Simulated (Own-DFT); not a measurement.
# Reading a pressure off an energy slope: alpha-quartz SiO2, 70 atoms (O46Si24), with two O vacancies

These are calculations. Each geometry was run twice at fixed positions with Own-DFT, a retired in-house plane-wave program that no person has reviewed: with PBE, and with HSE06 (exact exchange share 0.25 at short range, screening 0.11 per bohr, Gygi-Baldereschi treatment of its divergence). Both used PseudoDojo norm-conserving files made for PBE, a cutoff of 48 hartree, the Gamma point alone, fixed occupations, a neutral cell and no spin. With Gamma alone and a thickness of 8.5 Å, finite-size errors remain in every number. The oxygen file's force components were 24 meV/Å off all-electron values in a glass.

Unstrained cell vectors in Å: (9.827, 0.000, 0.000); (-4.913, 8.510, 0.000); (0.000, 0.000, 10.810), volume V0 = 904.1 Å³, from measured lattice constants. Each geometry has its own random strain of a few per cent, its own defect sites and random moves of rms u per axis. HSE06 gave the energy alone. D is its energy less that of PBE, over the lowest D shown. The PBE stress wasn't checked against mesh or cutoff.

| run | V - V0 (Å³) | u (Å) | P with PBE (GPa) | D (eV) |
|---|---|---|---|---|
| 1 | 19.2 | 0.0285 | 4.22 | 1.002 |
| 2 | -20.6 | 0.0311 | 12.13 | 0.000 |
| 3 | 6.5 | 0.0318 | 6.40 | 0.701 |
| 4 | -11.3 | 0.0280 | 9.53 | 0.282 |
| 5 | 4.4 | 0.0320 | 7.02 | 0.705 |
| 6 | -15.0 | 0.0284 | 10.39 | 0.153 |
| 7 | 8.2 | 0.0289 | 5.20 | 0.777 |
| 8 | -13.5 | 0.0302 | 11.29 | 0.202 |
| 9 | -11.2 | 0.0312 | 10.42 | 0.238 |
| 10 | 10.9 | 0.0296 | 5.11 | 0.907 |
| 11 | -17.1 | 0.0328 | 12.68 | 0.118 |
| 12 | 0.5 | 0.0281 | 6.74 | 0.658 |
| 13 | -15.3 | 0.0317 | 11.12 | 0.249 |
| 14 | -17.7 | 0.0296 | 11.85 | ? |

## Working it out

D = 0.57 + 0.0259 (V - V0) eV, with an error of 0.0011 on the volume slope and a scatter of 0.05 eV. Pressure is -dE/dV, and 1 eV/Å³ is 160.2 GPa, so HSE06 changes the pressure by -4.1 ± 0.2 GPa. Turning this into a change of volume would need the relaxed stiffness: quartz yields by tilting its tetrahedra, which these fixed-ion runs don't allow.

## Prediction

Asked: what D should run 14 give?

Estimate: 0.11 eV, with rows scattering by 0.05. DFT gave 0.144 eV.
